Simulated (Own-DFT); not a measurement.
# Misfit strain and the stress it brings: wurtzite AlGaN with randomly placed atoms, 72 atoms (Al9Ga27N36)

No measurement is shown. These are fixed-geometry runs of a retired plane-wave code named Own-DFT, which no person has reviewed; spin and spin-orbit coupling are neglected.

Common settings: PBE; PseudoDojo norm-conserving scalar-relativistic files (stringent for Ga); cutoff 96 hartree; 4 x 4 x 3 k mesh centred on Gamma; Gaussian smearing of 0.01 eV.

Keep in mind: forces on such cells passed a denser k mesh, each cell not checked; stress not checked against mesh or cutoff.

Unstrained cell vectors in Å: (9.509, 0.000, 0.000); (-4.755, 8.235, 0.000); (0.000, 0.000, 10.268). The unstrained cell has measured lattice constants (interpolated for alloys), not those of this functional. That, the random moves and any unrelaxed bonds set the pressure at no strain. Each run strains x and y alike by e, as a substrate would, and holds the height along z. All atoms carry random offsets, Gaussian with a width of 0.05 Å per axis. The random placing of the alloy's atoms differs from row to row. Stress is positive in tension.

```
e (%)  u (Å)  (s_xx + s_yy)/2 (GPa)  s_zz (GPa)
-3.00  0.051                 -28.32      -10.37
-2.50  0.049                 -22.80      -10.40
-2.25  0.048                 -20.96      -11.48
-0.75  0.054                 -11.67       -8.57
-0.50  0.048                 -10.42       -6.57
 0.50  0.048                  -3.13       -7.92
 1.00  0.050                      ?           ?
 1.75  0.048                   1.61       -4.03
 2.25  0.050                   4.04       -5.29
 3.00  0.046                   7.20       -3.49
```

## Fit

With e as a fraction, the in-plane stress is -6.8 + 573 e - 3846 e² GPa (errors 12 and 762, scatter 0.75), and s_zz is -7.4 + 125 e GPa (slope ± 17, scatter 1.04). At e = 0 the first slope is C11 + C12 and the second 2 C13, both with the ions held to the strained lattice and at the cell's own pressure. The term in e² is negative: the layer stiffens under compression and softens under tension. A free layer would change its height as e changes, and the in-plane slope would drop by 2 C13²/C33 to the biaxial modulus. At fixed height, a misfit of 1 % moves the in-plane stress by about 5.7 GPa and s_zz by 1.3 GPa.

## Withheld run

Question: what are the two stresses at e = 1.00 %?

Estimate: -1.4 and -6.1 GPa. The calculation gave -1.87 and -5.14 GPa.
